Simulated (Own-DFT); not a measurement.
# Response to strain: diamond-structure GeSn with randomly placed atoms, 64 atoms (Ge60Sn4)

These are calculations, not measurements. The program, named Own-DFT, is a retired in-house plane-wave density functional code that no person has reviewed. Each row is one single-point run on a periodic cell that was not relaxed, without spin or spin-orbit coupling.

Settings of every run: PBE; PseudoDojo norm-conserving scalar-relativistic files; cutoff 49 hartree; 3 x 3 x 3 k mesh centred on Gamma; Fermi-Dirac smearing of 0.1 eV.

Known limits: forces on such cells moved up to 12 meV/angstrom on a denser k mesh; stress not checked against mesh or cutoff.

Unstrained cell vectors in Å: (11.420, 0.000, 0.000); (0.000, 11.420, 0.000); (0.000, 0.000, 11.420). The unstrained cell has measured lattice constants (interpolated for alloys), not those of this functional. That, the random moves and any unrelaxed bonds set the pressure at no strain. Each run strains this cell uniformly, with the atoms carried along. Every atom was also moved at random, by a Gaussian of width 0.05 Å on each axis. The random placing of the alloy's atoms differs from row to row. Strain is the symmetric tensor, in per cent. Stress is positive in tension, and the pressure is minus a third of its trace.

```
run  e_xx (%)  e_yy (%)  e_zz (%)  s_xx (GPa)  s_yy (GPa)  s_zz (GPa)  P (GPa)  E (meV/atom)
  1      1.00      1.00      0.00       -3.09       -3.11       -3.66     3.29           6.8
  2      1.25      1.25      0.00       -2.75       -2.89       -3.45     3.03          11.7
  3     -1.50     -1.50      0.00       -7.95       -7.87       -6.80     7.54          69.4
  4      2.75      2.75      0.00       -0.59       -0.78       -2.23     1.20           8.8
  5      2.00      2.00      0.00       -1.58       -1.66       -2.70     1.98           0.0
  6     -1.25     -1.25      0.00       -7.23       -7.04       -6.20     6.82          42.6
  7     -0.75     -0.75      0.00       -6.60       -6.43       -5.88     6.30          55.5
  8     -2.75     -2.75      0.00      -10.33      -10.33       -8.55     9.74          89.3
  9      2.25      2.25      0.00           ?           ?           ?        ?             ?
```

E is the free energy for each atom above the lowest run shown.

## Worked fit

The change of volume is close to e_xx + e_yy + e_zz. A straight line through the runs shown gives P = 5.16 - 78 x (fractional change of volume) GPa, with an error of 3 on the slope and a scatter of 0.28 GPa. The strain isn't the same on all axes, but the crystal is cubic, so the slope still estimates the bulk modulus, averaged over pressures from 1.2 to 9.7 GPa.

## Withheld run

Question: what pressure should run 9 give? Its volume changes by 4.55 %.

The line gives 1.6 GPa. The calculation gave 1.73 GPa.
